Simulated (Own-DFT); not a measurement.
# Hybrid less PBE against volume: corundum Al2O3, 78 atoms (Al32O46), with two O vacancies

These are calculations. Each geometry was run twice at fixed positions with Own-DFT, a retired in-house plane-wave program that no person has reviewed: with PBE, and with HSE06 (exact exchange share 0.25 at short range, screening 0.11 per bohr, Gygi-Baldereschi treatment of its divergence). Both used PseudoDojo norm-conserving files made for PBE, a cutoff of 48 hartree, the Gamma point alone, fixed occupations, a neutral cell and no spin. The unstrained cell is 7.9 Å across at its thinnest, so Gamma alone is coarse and defects feel their images. The oxygen file's force components were 24 meV/Å off all-electron values in a glass.

Unstrained cell vectors in Å: (5.494, 0.000, 8.660); (-2.747, 4.758, 8.660); (-2.747, -4.758, 8.660), volume V0 = 679.1 Å³, from measured lattice constants. Each geometry has its own random strain of a few per cent, its own defect sites and random moves of rms u per axis. HSE06 gave the energy alone. D is its energy less that of PBE, over the lowest D shown. The PBE stress wasn't checked against mesh or cutoff.

```
run,V - V0 (Å³),u (Å),P with PBE (GPa),D (eV)
1,30.1,0.0511,0.02,1.864
2,-8.5,0.0286,10.51,0.200
3,-6.0,0.0301,10.66,0.359
4,-0.8,0.0497,8.56,0.727
5,0.4,0.0502,8.57,0.794
6,-10.0,0.0499,12.90,0.341
7,-19.1,0.0487,17.41,0.000
8,-0.8,0.0447,9.03,0.677
9,-1.9,0.0503,9.33,0.683
10,13.5,0.0300,2.21,1.216
11,-8.8,0.0508,13.55,0.335
12,-11.7,0.0572,14.99,0.332
13,-11.7,0.0320,12.33,?
```

## Analysis

D = 0.54 + 0.0392 (V - V0) + 78 u² eV, with an error of 0.0012 on the volume slope, 19 on the last term and a scatter of 0.05 eV. Pressure is -dE/dV, and 1 eV/Å³ is 160.2 GPa, so HSE06 changes the pressure by -6.3 ± 0.2 GPa. With the ions held to the strained lattice, the PBE pressure falls by 246 ± 15 GPa per unit of volume strain; the shape of the strain isn't fitted, so the true error is larger, and a relaxed crystal would be softer. On that slope HSE06's volume at a given pressure is about 2.6 % smaller, or 0.9 % in lengths. At u = 0 and V0 the PBE pressure is 6.5 GPa, which puts the zero-pressure volume, against the measured cell and with the defects in, at +2.7 % for PBE and +0.1 % for HSE06, each good to a few tenths of a per cent.

## Withheld run

Q: what D should run 13 give?

Estimate: 0.16 eV, with rows scattering by 0.05. DFT gave 0.170 eV.
